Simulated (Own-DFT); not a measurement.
# Response to strain: wurtzite AlGaN with randomly placed atoms, 72 atoms (Al9Ga27N36)

All numbers below are calculated, not measured. They come from Own-DFT, an in-house plane-wave density functional program, since retired, whose code no person has reviewed. Each row is one single-point run on a periodic cell that was not relaxed, without spin or spin-orbit coupling.

Settings of every run: PBE; PseudoDojo norm-conserving scalar-relativistic files (stringent for Ga); cutoff 96 hartree; 4 x 4 x 3 k mesh centred on Gamma; Gaussian smearing of 0.01 eV.

Known limits: forces on such cells passed a denser k mesh, each cell not checked; stress not checked against mesh or cutoff.

Unstrained cell vectors in Å: (9.509, 0.000, 0.000); (-4.755, 8.235, 0.000); (0.000, 0.000, 10.268). The unstrained cell has measured lattice constants (interpolated for alloys), not those of this functional. That, the random moves and any unrelaxed bonds set the pressure at no strain. Each run strains this cell uniformly, with the atoms carried along. Every atom was also moved at random, by a Gaussian of width 0.05 Å on each axis. The random placing of the alloy's atoms differs from row to row. Strain is the symmetric tensor, in per cent. Stress is positive in tension, and the pressure is minus a third of its trace.

| run | e_xx (%) | e_yy (%) | e_zz (%) | s_xx (GPa) | s_yy (GPa) | s_zz (GPa) | P (GPa) | E (meV/atom) |
|---|---|---|---|---|---|---|---|---|
| 1 | 0.00 | 0.00 | 2.25 | -6.35 | -4.32 | 1.58 | 3.03 | 5.1 |
| 2 | 0.00 | 0.00 | -1.75 | -8.78 | -7.88 | -15.87 | 10.84 | 12.1 |
| 3 | 0.00 | 0.00 | 1.00 | -4.93 | -6.37 | -3.77 | 5.02 | 2.9 |
| 4 | 0.00 | 0.00 | -1.25 | -7.33 | -6.63 | -13.73 | 9.23 | 2.6 |
| 5 | 0.00 | 0.00 | 3.00 | -5.42 | -4.78 | 5.28 | 1.64 | 0.0 |
| 6 | 0.00 | 0.00 | 2.75 | -4.95 | -5.24 | 3.91 | 2.09 | 2.4 |
| 7 | 0.00 | 0.00 | 0.50 | -7.02 | -7.71 | -5.45 | 6.72 | 26.5 |
| 8 | 0.00 | 0.00 | -1.50 | ? | ? | ? | ? | ? |

E is the free energy for each atom above the lowest run shown.

## Worked fit

The change of volume is close to e_xx + e_yy + e_zz. A straight line through the runs shown gives P = 7.26 - 188 x (fractional change of volume) GPa, with an error of 7 on the slope and a scatter of 0.32 GPa. The strain isn't the same on all axes and the cell isn't cubic, so the slope belongs to this path and is not the bulk modulus.

## Withheld run

Question: what pressure should run 8 give? Its volume changes by -1.50 %.

The line gives 10.1 GPa. The calculation gave 10.39 GPa.
